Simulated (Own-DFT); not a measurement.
# Computed records: SiC (4H silicon carbide, atoms displaced)

A calculation, not a measurement: plane-wave PBE density functional theory by an unreviewed code, no spin, of a simulated periodic cell, stress positive in tension, free energy of the whole cell less one offset for each atom, forces on such cells passed a denser k mesh, this cell's mesh not checked; offsets are fitted by least squares, one for each functional and potential file, so energies compare only between cells with the same atoms and settings and are not formation energies; the far tail of each file's local potential was reset to the Coulomb form; each entry is a single point on an unrelaxed cell, so the pressure reflects the starting lattice, mostly measured values (interpolated for alloys), from which strain is counted, and rises with the displacements; printed positions are rounded, which can move forces by about a meV/angstrom; the program, named Own-DFT, is a retired in-house code; no spin-orbit coupling. Program: Own-DFT development build.

Common to all runs: functional PBE; potential files PseudoDojo norm-conserving, scalar-relativistic, standard set; wave cutoff 42 hartree; occupations Fermi-Dirac; smearing width 0.1 eV; hardware one NVIDIA H100; k mesh 4 x 4 x 3 centred on Gamma.

(1) 
```xyz
72
Lattice="9.2481 0.0000 0.0000 -4.6241 8.0091 0.0000 0.0000 0.0000 10.0681" Properties=species:S:1:pos:R:3:force_x:R:1:force_y:R:1:force_z:R:1 formula=SiC free_energy_of_cell_above_offsets=15.361 pressure=12.4 stress_xx=-14.83 stress_yy=-12.1 stress_zz=-10.26 stress_yz=-0.38 stress_xz=-1.98 stress_xy=1.9 wall_time=339
Si    -4.4313     7.9855     3.9563     -8.694      2.006       4.75
Si    -0.1339     1.7938     1.5728      6.558     -1.389      2.635
C      9.1343     0.0229     0.9295      4.264      1.963      2.196
C     -0.0073     1.6984     3.5303      1.482      2.975     -1.414
Si    -1.3433     2.7927     4.1652      -3.56     -2.496     -1.323
Si    -1.6634     4.4263     1.6629      2.535      1.377     -1.301
C     -1.4150     2.6379     0.9702     -5.376        3.6     -0.775
C     -1.6148     4.5705     3.6546      7.178      -5.95      -5.04
Si    -2.9086     5.4418     3.9143     -8.608     -1.179      5.168
Si    -3.0819     7.3383     1.5616        0.7     -2.952     -0.628
C     -3.0459     5.4520     0.8758     -0.498     -0.237      1.537
C     -3.2057     7.0481     3.4592      5.047      1.202     -3.456
Si     3.0183     0.0397     3.9641       0.92      -0.95      2.831
Si     3.1636     1.7320     1.7281      0.025      1.385     -4.334
C     -1.3785     7.9728     1.0092     -6.713      3.775      -3.04
C      3.0428     1.7169     3.4355     -0.272      2.806      3.193
Si     1.5107     2.7430     4.1998      1.103     -1.329      -2.54
Si     1.6565     4.3995     1.5349     -3.528      0.353      1.205
C      1.6983     2.6817     0.9655     -2.636     -2.824      0.862
C      1.4723     4.5160     3.5519      5.149     -2.846     -2.358
Si     0.0434     5.2462     3.9238     -3.905      5.878      2.953
Si    -0.0361     7.0871     1.3435      5.305     -2.793      3.789
C      0.0238     5.3094     0.8048     -0.603     -0.758      3.476
C     -0.2420     7.0922     3.2858      4.028     -0.736      0.555
Si     6.1155     0.0584     4.0165      0.011     -1.315      0.596
Si     6.2679     1.8563     1.5890     -2.783       -1.3     -0.521
C      1.6781     7.9717     0.7209     -3.311      2.109      5.834
C      6.2465     1.7765     3.4865     -0.286      2.171       -0.5
Si     4.6816     2.8093     4.1605      0.181     -8.319      2.588
Si     4.6642     4.5777     1.5459     -1.156     -1.879     -0.136
C      4.4957     2.7853     0.9282      3.348     -0.609     -0.417
C      4.6651     4.1971     3.3562      0.087      10.29     -1.583
Si     3.1539     5.4552     4.1491     -0.229     -1.484     -1.706
Si     3.0732     7.2400     1.4330     -1.708     -5.169      3.113
C      3.0260     5.2802     0.9978      3.461      3.292     -1.955
C      3.0282     7.2096     3.3766      1.753     -0.952     -0.132
Si     0.0407     0.0369     9.2874     -1.784      0.017     -6.471
Si     4.4633     6.1455     6.5519      10.11      5.866      5.302
C      4.5418     7.9400     6.0988      5.116     -0.796     -3.464
C      4.7120     6.3436     8.5252     -0.409     -2.858     -0.001
Si    -2.9451     5.3932     9.0732     -5.193     -2.005     -0.037
Si     6.3266     3.5975     6.5698     -3.281     -0.244     -2.427
C     -3.0343     5.3691     5.9523     -4.051     -1.148     -2.451
C      6.1854     3.6046     8.2881     -0.701      0.048       6.44
Si     7.6622     2.6325     9.1982     -0.842     -1.265     -3.303
Si     7.7749     0.7768     6.5849     -1.945      3.872      1.724
C     -1.5427     2.7240     5.8961      3.074     -1.244      2.808
C      7.5773     0.7790     8.4500      1.727      1.568      1.852
Si     1.3436     7.8096     9.1675      2.713      2.412     -5.697
Si     1.4180     6.3037     6.4742      3.211      -0.87      2.795
C      1.7639     7.9235     5.9255     -4.271      1.924     -1.982
C      1.5300     6.2455     8.3499     -0.514     -3.452      0.987
Si     3.2050     5.1487     9.0878     -2.115       6.74      1.331
Si     2.8849     3.4466     6.6792      8.837      3.961      1.782
C      3.3208     5.2854     5.9854     -10.95     -6.152     -3.472
C      2.9450     3.5327     8.5998     -1.299      -1.62     -3.321
Si     4.4657     2.8455     9.0836      4.144     -4.206      0.604
Si     4.6480     0.8589     6.6396      3.576       0.95      0.937
C      4.6175     2.5940     6.0373      0.459      1.988     -0.205
C      4.5933     0.8150     8.5369     -0.742      1.492     -0.477
Si    -1.5528     7.9267     9.0766      1.065      0.828      0.598
Si    -1.6688     6.1962     6.4320      4.576      3.441      2.811
C      3.2449     0.1281     5.9823     -5.543     -3.958     -2.201
C     -1.5506     6.1304     8.4878      0.847      3.625     -2.784
Si    -0.2228     5.2189     9.1190      5.228      1.759     -0.449
Si     0.0768     3.7271     6.6915     -1.256     -1.848     -0.573
C     -0.0275     5.4898     5.9282     -0.824     -2.713     -1.495
C     -0.0257     3.5453     8.6691      0.059     -2.731     -2.751
Si     1.4689     2.5197     9.2217      0.797      3.529      0.267
Si     1.5473     0.7330     6.6745      0.233      1.538     -2.262
C      1.6462     2.6959     5.9879     -7.178     -3.297     -0.864
C      1.6821     0.9651     8.4396     -2.135      -2.86      2.326
```

Units: free_energy_of_cell_above_offsets in eV; pressure, stress_xx, stress_yy, stress_zz, stress_yz, stress_xz, stress_xy in GPa; wall_time in s; force_x, force_y, force_z in eV/Å.

(2) 
```xyz
72
Lattice="9.2481 0.0000 0.0000 -4.6241 8.0091 0.0000 0.0000 0.0000 10.0681" Properties=species:S:1:pos:R:3:force_x:R:1:force_y:R:1:force_z:R:1 formula=SiC free_energy_of_cell_above_offsets=10.960 pressure=11.29 stress_xx=-13.15 stress_yy=-9.77 stress_zz=-10.94 stress_yz=-0.85 stress_xz=-2.85 stress_xy=-0.98 wall_time=352.5
Si    -4.4910     7.8934     4.2335     -2.171      1.967     -4.941
Si    -0.1233     1.9075     1.5011      2.813     -1.331      1.457
C      4.6682     7.7913     0.8584     -0.405      5.321      0.651
C      0.0242     1.9496     3.4420     -1.476     -2.363     -0.532
Si     7.6177     2.6578     4.1167      2.133     -0.871      0.989
Si    -1.5364     4.4276     1.5721     -0.836      0.854      0.339
C     -1.5665     2.7139     0.7516     -1.287     -1.155      4.356
C     -1.4875     4.3540     3.5788     -3.051      1.382     -2.271
Si     5.9291     5.3306     4.0894      13.85      3.718      3.923
Si    -3.0713     7.2726     1.6403     -0.229     -3.604     -4.485
C      6.0809     5.3445     0.9360      2.552       0.12      0.179
C     -3.0932     7.0385     3.2879      0.424      1.184      7.709
Si     2.9920     0.0633     4.0654        2.5     -2.621      0.372
Si     3.1397     1.7576     1.6778     -1.449      3.021      -0.64
C      3.1050     0.0456     1.1765     -0.627      0.375     -4.697
C      3.0506     1.7769     3.5504     -2.179      1.538     -1.274
Si     1.4090     2.8398     4.1955      2.107     -1.783     -3.171
Si     1.6099     4.4620     1.4077      2.345     -0.728      1.996
C      1.5239     2.7029     0.8192      0.826     -2.079      3.134
C      1.6271     4.5756     3.5006     -3.319     -4.002     -2.891
Si     0.0202     5.1610     4.0741     -0.293      4.494      1.141
Si    -0.0048     7.2259     1.4755      2.617     -3.894      2.447
C      0.1003     5.1698     1.0129     -3.965      4.331     -2.122
C      0.0550     7.2277     3.3433      -1.66     -1.867      1.451
Si     1.6620     7.8327     3.9696     -3.966      3.779      2.723
Si     6.1729     1.6805     1.5211      0.879      2.331       0.79
C      1.7018     7.9446     0.9712     -3.043      1.223     -2.487
C      6.2392     1.7398     3.4298     -1.989     -0.762      -0.46
Si     4.5531     2.5208     4.0630      3.299      1.768      2.287
Si     4.6520     4.3266     1.6479     -0.236      9.924       1.36
C      4.6965     2.8325     1.0704     -0.914      -9.64     -3.135
C      4.6192     4.8525     3.5219     -10.18     -9.315     -5.795
Si     2.9974     5.2936     4.0981      3.151       3.34        2.2
Si     3.1702     7.1471     1.5529      0.164     -3.211      1.393
C      3.1506     5.3702     0.7830     -0.763     -0.921       5.06
C      3.0817     7.0518     3.5026      4.013     -0.081     -1.491
Si     0.0013     0.2003     9.1689     -1.807     -4.421     -1.111
Si     4.5962     6.3099     6.6873     -0.724      -0.45      0.035
C      0.0383     0.2072     5.9298       -0.6     -3.454      2.461
C      4.5796     6.1943     8.6433      1.232      2.181     -3.577
Si     6.1491     5.3239     9.0430      0.049     -0.364      2.744
Si     6.1881     3.7661     6.6643     -0.268      -4.98     -2.591
C     -3.0699     5.4295     5.9948     -3.261      0.163     -1.431
C      6.2152     3.5166     8.3898     -1.184      1.145      3.475
Si     7.6541     2.5957     9.1193      1.239      1.169     -4.468
Si     7.6814     0.9641     6.6040     -0.916      -2.32     -5.049
C      7.7174     2.5978     6.0428     -0.717      4.209     -1.738
C      7.7965     0.9036     8.2398     -1.041     -0.631      9.043
Si     1.5199     7.8555     9.0910      1.006      6.141      1.393
Si     1.5147     6.2378     6.7541     -0.026     -0.868     -3.682
C      1.5338     7.9421     5.9572       1.43     -0.026     -0.444
C      1.4321     6.3001     8.5121      1.329     -4.741       0.54
Si     3.1368     5.3057     9.1298     -2.171     -1.017     -1.965
Si     3.0867     3.5819     6.4870      0.198     -2.463      2.771
C      3.0498     5.2828     5.9943      0.375      2.779      0.325
C      3.0282     3.4708     8.5662     -0.561      1.488     -2.202
Si     4.4854     2.6688     9.1580       3.04      0.573     -0.065
Si     4.6280     0.7584     6.5099      4.367       4.57      3.009
C      4.6691     2.6585     6.0363     -0.227      0.238      -1.77
C      4.6544     0.9447     8.5578     -0.668     -2.077      0.045
Si     3.0657     0.0108     9.1837      0.367        0.9     -0.016
Si    -1.6561     6.1584     6.6315      5.281      2.582      0.209
C      3.2387     0.0278     6.0145      -7.33     -3.462     -2.042
C     -1.5663     6.3066     8.5243     -0.023     -1.932       0.07
Si    -0.0317     5.2853     9.1225       0.26      1.019      1.257
Si     0.0709     3.4957     6.5461     -1.865      0.441      2.815
C      0.0202     5.2512     6.0638     -0.888      1.275     -1.106
C      0.2543     3.6040     8.6293     -7.549      0.949     -4.677
Si     1.4353     2.5884     9.1001      5.574     -1.492      0.674
Si     1.5525     0.8312     6.6700      1.736      1.594     -2.262
C      1.4968     2.6366     5.9392      2.301     -0.525      1.883
C      1.4715     0.8084     8.4434      2.401      1.366      1.882
```

Units: free_energy_of_cell_above_offsets in eV; pressure, stress_xx, stress_yy, stress_zz, stress_yz, stress_xz, stress_xy in GPa; wall_time in s; force_x, force_y, force_z in eV/Å.

(3) 
```xyz
72
Lattice="9.2481 0.0000 0.0000 -4.6241 8.0091 0.0000 0.0000 0.0000 10.0681" Properties=species:S:1:pos:R:3:force_x:R:1:force_y:R:1:force_z:R:1 formula=SiC free_energy_of_cell_above_offsets=12.913 pressure=11.08 stress_xx=-8.56 stress_yy=-14.81 stress_zz=-9.88 stress_yz=-1.07 stress_xz=0.52 stress_xy=-0.74 wall_time=347.6
Si    -4.6163     7.9981     4.0109     -0.236      1.539      0.462
Si    -0.0525     1.7674     1.4963      2.746      2.819      1.545
C      0.0862     0.1901     0.8953      0.309     -7.467     -1.977
C      0.0683     1.9124     3.2963     -1.251     -1.397      3.138
Si     7.6800     2.6633     3.9717      2.077      0.116      0.229
Si    -1.4076     4.3165     1.5762     -4.247     -0.708       -0.6
C      7.7170     2.5556     0.8710      -1.09      2.051      5.101
C     -1.4670     4.5069     3.3523     -0.605     -0.638      3.312
Si    -2.9519     5.4030     4.1261     -0.917     -0.356      -1.59
Si    -2.9975     7.0212     1.5647     -2.831       1.29       0.06
C      6.0951     5.3012     0.9458       1.12      -0.45      0.914
C     -3.0363     7.1786     3.3937     -0.305     -1.815      1.431
Si    -1.4532     7.9622     4.0532     -3.249      1.412      1.452
Si     3.1947     1.7646     1.5977     -2.701       0.17      0.842
C     -1.5090     7.8114     1.0271     -1.826      5.239     -2.738
C      2.8993     1.7396     3.5927      4.517      0.516      -1.85
Si     1.5288     2.7613     4.2554      -1.21      -1.53     -5.949
Si     1.6137     4.4903     1.3250      -3.74     -1.483      4.394
C      1.6821     2.7589     0.8763     -1.067     -2.481     -1.136
C      1.5214     4.4485     3.4815       2.27     -0.063     -0.787
Si     0.1441     5.4197     4.0069     -2.396     -3.436      1.514
Si    -0.0805     7.2472     1.6690        5.3     -2.865     -2.523
C     -0.1574     5.3390     1.0633      5.868      1.694     -2.458
C      0.0218     7.0461     3.4112     -0.625       2.74      2.404
Si     1.4143     7.9551     4.1390      4.103      1.437     -2.484
Si     6.0122     1.8259     1.6191      3.708      -0.05     -1.269
C      6.2411     0.1937     0.9933     -1.396     -5.741     -1.872
C      6.1495     1.8194     3.4191     -0.922      -0.99      0.846
Si     4.7518     2.7555     4.1437     -2.408     -4.599      2.961
Si     4.7043     4.3680     1.7229     -0.935      1.077     -1.853
C      4.6798     2.7127     0.8545     -1.836     -0.295      1.566
C      4.6060     4.3528     3.6012      1.297      4.369     -2.072
Si     3.0809     5.2129     4.1770     -0.809       3.03     -1.794
Si     3.1073     6.9213     1.3473      0.306      10.42      5.043
C      3.0614     5.3437     0.9531      2.427      -4.07      -2.18
C      3.0020     7.1694     3.4559      1.362     -2.161     -0.358
Si    -4.4548     7.9952     9.0149     -2.983      2.371      2.317
Si     4.7301     6.2273     6.5076     -1.538       -0.5      0.877
C     -4.5503     7.9396     6.0760     -1.763      2.238      -3.49
C      4.6197     6.4552     8.2729      1.021     -5.146        3.6
Si    -2.9717     5.4064     9.1688     -3.212     -2.627     -1.008
Si     6.1421     3.6282     6.5737      2.159     -2.534      2.607
C     -2.9847     5.3422     5.9988     -0.739     -0.244     -1.635
C      6.2602     3.5409     8.5392     -0.172      0.004     -0.237
Si    -1.3986     2.5407     9.2777     -2.704       0.49     -7.141
Si     7.6387     1.0298     6.5145      3.551     -7.243      5.162
C      7.6624     2.4623     5.8257      0.906      10.28     -1.956
C      7.7249     0.7942     8.4304      0.398       1.49      0.476
Si     1.5869     7.8191     9.0751       -0.7      9.296      3.041
Si     1.6015     6.0557     6.6356     -0.525      3.455     -0.047
C      6.3174     0.0299     5.9499      0.012     -4.873     -1.463
C      1.4831     6.3433     8.4213      0.024     -8.166       0.57
Si     3.0006     5.3513     9.1665      2.064      1.773     -2.491
Si     3.0110     3.6660     6.5662      2.771     -3.547      0.989
C      3.0995     5.3409     6.0166      1.252      0.518     -1.612
C      3.1853     3.7800     8.3661     -1.178     -4.078      1.897
Si     4.6085     2.5494     9.0760      1.442      3.281     -1.863
Si     4.8098     0.5976     6.3428     -6.706      6.026      5.441
C      4.7063     2.6772     6.1668     -2.194     -1.316     -3.524
C      4.4923     0.8261     8.5243      5.963      0.925     -2.478
Si     3.1757     0.0642     9.1604     -2.435     -4.882      2.022
Si    -1.5132     6.1900     6.5712     -0.419      1.882      3.316
C      2.9782     0.0104     6.0571      4.069     -2.504     -2.454
C     -1.4438     6.1065     8.6548     -0.437      3.106     -2.813
Si    -0.0303     5.1856     9.2510      0.813      1.592     -0.902
Si     0.0272     3.6682     6.5770     -0.889     -4.117      0.418
C     -0.0102     5.3854     6.0802      1.398      0.087       -3.3
C      0.0525     3.4990     8.4784      0.194     -0.646      0.241
Si     1.5843     2.5162     8.9956      0.974      8.659      3.016
Si     1.5153     0.7570     6.7337      0.576      3.135      -1.22
C      1.5859     2.6639     5.9385      -1.49      0.155      4.955
C      1.6722     0.9435     8.6056     -0.309     -5.667     -3.034
```

Units: free_energy_of_cell_above_offsets in eV; pressure, stress_xx, stress_yy, stress_zz, stress_yz, stress_xz, stress_xy in GPa; wall_time in s; force_x, force_y, force_z in eV/Å.
